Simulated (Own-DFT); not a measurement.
# Which defects push the lattice out? C40 NbSi2

The numbers are computed, not measured, by runs of the plane-wave DFT program Own-DFT (in-house, retired, unreviewed) at fixed positions, with no spin and no spin-orbit coupling.

Method: PBE; PseudoDojo norm-conserving scalar-relativistic files; cutoff 42 hartree; 4 x 4 x 5 k mesh centred on Gamma; cold (Marzari-Vanderbilt) smearing of 0.2 eV.

Keep in mind: forces on such cells failed a check on a denser k mesh; stress not checked against mesh or cutoff.

All runs share one cell, with vectors in Å (0.000, 8.324, 0.000); (-9.613, 0.000, 0.000); (0.000, 0.000, 6.586) and a volume of 527.0 Å³. The atoms are randomly displaced, by u rms on each axis. The defect's site can differ from row to row.

```
cell,formula,u (Å),P (GPa)
no defect,Nb12Si24,0.0208,1.50
no defect,Nb12Si24,0.0211,1.52
no defect,Nb12Si24,0.0507,2.88
two Nb on a Si site each,Nb14Si22,0.0300,7.52
two Nb on a Si site each,Nb14Si22,0.0311,7.62
two Nb on a Si site each,Nb14Si22,0.0421,?
two Nb on a Si site each,Nb14Si22,0.0533,8.70
one Si vacancy,Nb12Si23,0.0272,0.72
one Si vacancy,Nb12Si23,0.0476,1.88
one Si vacancy,Nb12Si23,0.0502,1.67
two Nb vacancies,Nb10Si24,0.0287,-0.16
two Nb vacancies,Nb10Si24,0.0462,0.35
two Nb vacancies,Nb10Si24,0.0479,0.54
two Si on a Nb site each,Nb10Si26,0.0315,1.88
two Si on a Nb site each,Nb10Si26,0.0510,2.83
two Si on a Nb site each,Nb10Si26,0.0534,2.76
```

## Analysis

P = P0 + c u² + a shift for each defect gives P0 = 1.30 GPa, c = 579 ± 39 GPa/Å² and a scatter of 0.13 GPa. The shifts, and each times the cell's volume:

- two Nb on a Si site each: 5.73 ± 0.11 GPa, 18.9 eV (9.4 eV for each of its 2 sites)
- two Si on a Nb site each: -0.05 ± 0.11 GPa, -0.2 eV (-0.1 eV for each of its 2 sites) (not resolved)
- one Si vacancy: -0.94 ± 0.11 GPa, -3.1 eV
- two Nb vacancies: -2.07 ± 0.11 GPa, -6.8 eV (-3.4 eV for each of its 2 sites)

Positive is outwards. The product with the volume (160.2 GPa Å³ to the eV) is nearly free of the cell's size; divided by the bulk modulus at the cell's pressure it gives the volume that the defect adds. The atoms around the defects weren't relaxed, which would change these numbers.

## Check

Question: what pressure belongs in the blank (two Nb on a Si site each, u = 0.0421 Å)?

From the fit: 8.06 ± 0.15 GPa. Computed: 7.67 GPa.
